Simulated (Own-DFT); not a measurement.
# How strain changes the stress of wurtzite AlGaN with randomly placed atoms, 72 atoms (Al27Ga9N36)

Calculated results; nothing here was measured. They come from Own-DFT, an in-house plane-wave density functional program, since retired, whose code no person has reviewed. Each row is one single-point run on a periodic cell that was not relaxed, without spin or spin-orbit coupling.

Settings of every run: PBE; PseudoDojo norm-conserving scalar-relativistic files (stringent for Ga); cutoff 96 hartree; 4 x 4 x 3 k mesh centred on Gamma; Gaussian smearing of 0.01 eV.

Known limits: forces on such cells passed a denser k mesh, each cell not checked; stress not checked against mesh or cutoff.

Unstrained cell vectors in Å: (9.394, 0.000, 0.000); (-4.697, 8.135, 0.000); (0.000, 0.000, 10.066). The unstrained cell has measured lattice constants (interpolated for alloys), not those of this functional. That, the random moves and any unrelaxed bonds set the pressure at no strain. Each run strains this cell uniformly, with the atoms carried along. Every atom was also moved at random, by a Gaussian of width 0.05 Å on each axis. The random placing of the alloy's atoms differs from row to row. Strain is the symmetric tensor, in per cent. Stress is positive in tension, and the pressure is minus a third of its trace.

```
run,e_xx (%),e_yy (%),e_zz (%),s_xx (GPa),s_yy (GPa),s_zz (GPa),P (GPa),E (meV/atom)
1,2.00,2.00,0.00,3.01,4.90,-3.71,-1.40,0.0
2,3.00,3.00,0.00,8.07,8.56,-4.58,-4.02,25.8
3,-2.00,-2.00,0.00,-17.88,-16.24,-11.43,15.18,21.6
4,-1.75,-1.75,0.00,-15.31,-18.10,-11.25,14.89,40.9
5,-3.00,-3.00,0.00,-26.25,-24.29,-12.52,21.02,56.7
6,-2.75,-2.75,0.00,-24.01,-21.91,-12.44,19.46,52.6
7,2.50,2.50,0.00,5.83,5.09,-1.66,-3.09,6.6
8,1.25,1.25,0.00,1.39,0.78,-6.70,1.51,1.0
9,-0.75,-0.75,0.00,?,?,?,?,?
```

E is the free energy for each atom above the lowest run shown.

## Worked fit

The change of volume is close to e_xx + e_yy + e_zz. A straight line through the runs shown gives P = 7.66 - 212 x (fractional change of volume) GPa, with an error of 6 on the slope and a scatter of 0.82 GPa. The strain isn't the same on all axes and the cell isn't cubic, so the slope belongs to this path and is not the bulk modulus.

## Withheld run

Question: what pressure should run 9 give? Its volume changes by -1.49 %.

The line gives 10.8 GPa. The calculation gave 9.74 GPa.
